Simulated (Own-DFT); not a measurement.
# One host, several defects: C11b WSi2

Calculated, not measured: single-point runs of Own-DFT, a retired in-house plane-wave DFT program that no person has reviewed, on unrelaxed cells, without spin or spin-orbit coupling.

Common settings: PBEsol; PseudoDojo norm-conserving scalar-relativistic files, made for PBE; cutoff 50 hartree; 5 x 5 x 5 k mesh centred on Gamma; cold (Marzari-Vanderbilt) smearing of 0.2 eV.

Caveats: forces on such cells failed a check on a denser k mesh; stress not checked against mesh or cutoff.

All runs share one cell, with vectors in Å (-2.148, -5.953, 3.409); (-6.444, 2.976, 1.136); (-2.553, -2.948, -6.757) and a volume of 403.2 Å³. The atoms are randomly displaced, by u rms on each axis. The defect's site can differ from row to row.

| cell | formula | u (Å) | P (GPa) |
|---|---|---|---|
| no defect | Si20W10 | 0.0187 | 0.41 |
| no defect | Si20W10 | 0.0210 | 0.35 |
| no defect | Si20W10 | 0.0476 | 1.65 |
| one Si on a W site | Si21W9 | 0.0266 | 2.43 |
| one Si on a W site | Si21W9 | 0.0334 | 2.14 |
| one Si on a W site | Si21W9 | 0.0519 | 3.74 |
| one Si vacancy | Si19W10 | 0.0300 | -0.84 |
| one Si vacancy | Si19W10 | 0.0440 | -0.01 |
| one Si vacancy | Si19W10 | 0.0566 | 0.84 |
| one W vacancy | Si20W9 | 0.0298 | -0.06 |
| one W vacancy | Si20W9 | 0.0303 | -0.11 |
| one W vacancy | Si20W9 | 0.0472 | 1.34 |
| one W vacancy | Si20W9 | 0.0518 | ? |
| one W on a Si site | Si19W11 | 0.0269 | 5.44 |
| one W on a Si site | Si19W11 | 0.0280 | 5.26 |
| one W on a Si site | Si19W11 | 0.0522 | 6.39 |

## Fit

P = P0 + c u² + a shift for each defect gives P0 = 0.08 GPa, c = 713 ± 69 GPa/Å² and a scatter of 0.23 GPa. The shifts, and each times the cell's volume:

- one W on a Si site: 4.61 ± 0.19 GPa, 11.6 eV
- one Si on a W site: 1.61 ± 0.19 GPa, 4.1 eV
- one W vacancy: -0.65 ± 0.19 GPa, -1.6 eV
- one Si vacancy: -1.51 ± 0.20 GPa, -3.8 eV

A positive shift means that the defect pushes the cell outwards. Shift times volume (160.2 GPa Å³ is 1 eV) depends little on the cell's size, so, taken for each site, it can be compared between cells at like pressure. The atoms around the defects weren't relaxed, which would change these numbers.

## Prediction

Q: what pressure belongs in the blank (one W vacancy, u = 0.0518 Å)?

The fit gives 1.34 ± 0.28 GPa. The calculation gave 0.32 GPa. The miss is larger than the scatter suggests: chance, or a term that the fit lacks.
